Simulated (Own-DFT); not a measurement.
## Calculated data, SiC (2H silicon carbide, atoms displaced)

A calculation, not a measurement: plane-wave PBE density functional theory by an unreviewed code, no spin, of a simulated periodic cell, stress positive in tension, free energy of the whole cell less one offset for each atom, forces on such cells passed a denser k mesh, this cell's mesh not checked; offsets are fitted by least squares, one for each functional and potential file, so energies compare only between cells with the same atoms and settings and are not formation energies; the far tail of each file's local potential was reset to the Coulomb form; each entry is a single point on an unrelaxed cell, so the pressure reflects the starting lattice, mostly measured values (interpolated for alloys), from which strain is counted, and rises with the displacements; printed positions are rounded, which can move forces by about a meV/angstrom; the program, named Own-DFT, is a retired in-house code; no spin-orbit coupling. Program: Own-DFT development build.

Common to all runs: functional PBE; potential files PseudoDojo norm-conserving, scalar-relativistic, standard set; wave cutoff 42 hartree; occupations Fermi-Dirac; smearing width 0.1 eV; hardware one NVIDIA H100; k mesh 5 x 5 x 3 centred on Gamma.

(1) SiC (2H silicon carbide, atoms displaced)

```
SiC
1.0
      6.1654     0.0000     0.0000
     -3.0827     5.3394     0.0000
      0.0000     0.0000    10.0681
Si C Si C Si C Si C Si C Si C Si C Si C
2 2 2 2 2 2 2 2 2 2 2 2 2 2 2 2
Direct
  0.02405 0.02568 0.00174
  0.15189 0.32260 0.24681
  0.00826 0.00206 0.18363
  0.18260 0.35628 0.43596
  0.99762 0.00965 0.50543
  0.16360 0.32927 0.75453
  0.98995 0.02489 0.67890
  0.16200 0.32039 0.93628
  0.00316 0.49927 0.00259
  0.16268 0.83466 0.24145
  0.00871 0.49607 0.18497
  0.17015 0.83635 0.44788
  0.99549 0.48504 0.49630
  0.18360 0.83536 0.74976
  0.99991 0.50174 0.68447
  0.15513 0.83545 0.93704
  0.49177 0.99343 0.00552
  0.66859 0.33618 0.24554
  0.50168 0.01594 0.19312
  0.66479 0.32702 0.42791
  0.51036 0.00700 0.50124
  0.66763 0.32180 0.74570
  0.50722 0.02418 0.69339
  0.65877 0.32974 0.93374
  0.49502 0.50406 0.00538
  0.66939 0.81719 0.24975
  0.49952 0.48605 0.18227
  0.65998 0.81142 0.44133
  0.48680 0.48734 0.49729
  0.66367 0.84274 0.74861
  0.50036 0.52328 0.69142
  0.66122 0.82545 0.93171
```

- free energy of cell above offsets: -1.406 eV
- pressure: 6.25 GPa
- stress xx: -1.76 GPa
- stress yy: -8.39 GPa
- stress zz: -8.59 GPa
- stress yz: -0.64 GPa
- stress xz: -0.35 GPa
- stress xy: -0.12 GPa
- wall time: 119.5 s

Force:
```
element  x (eV/Å)  y (eV/Å)  z (eV/Å)
     Si    -2.003    -4.832    -0.664
     Si     2.181     1.102     1.269
      C    -1.497    -0.666     0.658
      C    -1.702    -3.628    -1.661
     Si     1.095     -1.07    -2.609
     Si      0.03     1.834    -1.462
      C     1.676    -1.903     3.012
      C    -0.467     3.885      0.38
     Si    -1.512    -0.533     -2.06
     Si     1.693     -0.06     2.903
      C     -1.49     0.767     0.286
      C    -0.689    -0.124    -1.612
     Si    -1.053     2.789     0.658
     Si    -3.018    -0.112    -0.495
      C     0.383    -0.042     0.698
      C     1.738    -0.522     0.359
     Si     0.753     0.937    -1.497
     Si      0.71    -0.001     0.187
      C     1.345    -2.969    -1.112
      C     0.128     0.501     1.697
     Si    -0.711    -1.577    -0.677
     Si      -1.3      5.95     2.251
      C     0.424    -4.289     -2.64
      C     0.642     0.049     1.332
     Si     1.593    -0.485    -3.263
     Si    -1.477     1.212     0.293
      C     -1.45     1.188     1.659
      C     0.121     2.536     -1.05
     Si     2.419       1.3     2.019
     Si     0.761     0.447     0.211
      C     0.825    -3.075    -1.285
      C    -0.148     1.391     2.215
```

(2) SiC (2H silicon carbide, atoms displaced)

```
SiC
1.0
      6.1654     0.0000     0.0000
     -3.0827     5.3394     0.0000
      0.0000     0.0000    10.0681
Si C Si C Si C Si C Si C Si C Si C Si C
2 2 2 2 2 2 2 2 2 2 2 2 2 2 2 2
Direct
  0.97869 0.98919 0.00509
  0.16222 0.33470 0.24646
  0.01516 0.01446 0.19574
  0.18042 0.34828 0.43153
  0.99554 0.98897 0.49580
  0.18178 0.32549 0.74249
  0.99535 0.99609 0.70121
  0.17322 0.33577 0.94677
  0.99957 0.50236 0.99828
  0.16877 0.82556 0.24409
  0.99199 0.50219 0.18352
  0.15604 0.81534 0.43614
  0.00460 0.51197 0.50168
  0.17090 0.83013 0.74663
  0.00318 0.50601 0.68433
  0.16444 0.83174 0.93611
  0.49942 0.98534 0.00755
  0.65340 0.32444 0.25528
  0.50988 0.00961 0.19514
  0.68200 0.33434 0.43765
  0.49802 0.01129 0.50059
  0.66950 0.34101 0.75299
  0.49629 0.98622 0.67645
  0.66444 0.33463 0.93983
  0.51349 0.50296 0.00090
  0.68195 0.83223 0.25451
  0.50249 0.49738 0.20146
  0.66164 0.82382 0.43875
  0.49297 0.50444 0.49869
  0.65407 0.82172 0.75337
  0.49613 0.51034 0.68301
  0.69217 0.84880 0.93668
```

- free energy of cell above offsets: -2.150 eV
- pressure: 5.62 GPa
- stress xx: -3.26 GPa
- stress yy: -6.62 GPa
- stress zz: -6.98 GPa
- stress yz: -0.99 GPa
- stress xz: -1.16 GPa
- stress xy: -2.01 GPa
- wall time: 122.9 s

Force:
```
element  x (eV/Å)  y (eV/Å)  z (eV/Å)
     Si     5.568     3.549     0.736
     Si     0.071     1.762     0.615
      C    -0.498    -2.484     -1.54
      C    -1.572    -2.049     1.236
     Si    -0.311     1.258     0.943
     Si    -3.187     0.565       2.4
      C     0.482    -0.725    -2.761
      C     0.013    -0.056    -1.392
     Si     0.603    -0.349    -0.304
     Si    -0.317     0.695     1.316
      C     0.268    -0.752     0.501
      C     0.338     3.461    -0.865
     Si      1.01     -2.66    -0.129
     Si    -0.502     0.358      0.72
      C     0.305    -1.274     1.106
      C     0.531     0.237      0.79
     Si    -1.085     1.495    -0.995
     Si     1.609     1.737    -0.116
      C     0.494     -2.52    -1.076
      C    -2.044       0.1     0.777
     Si     1.075    -1.634    -1.896
     Si     0.402    -0.941    -1.245
      C    -0.407     1.707     3.497
      C     0.976    -1.092    -0.388
     Si    -1.609    -0.276     1.336
     Si    -1.223     0.196      0.33
      C    -0.492     0.875    -2.702
      C    -0.226     1.886     0.195
     Si     1.865    -0.498    -0.558
     Si     0.709     2.196    -0.973
      C     1.983    -1.438     0.631
      C    -4.829    -3.328    -0.192
```
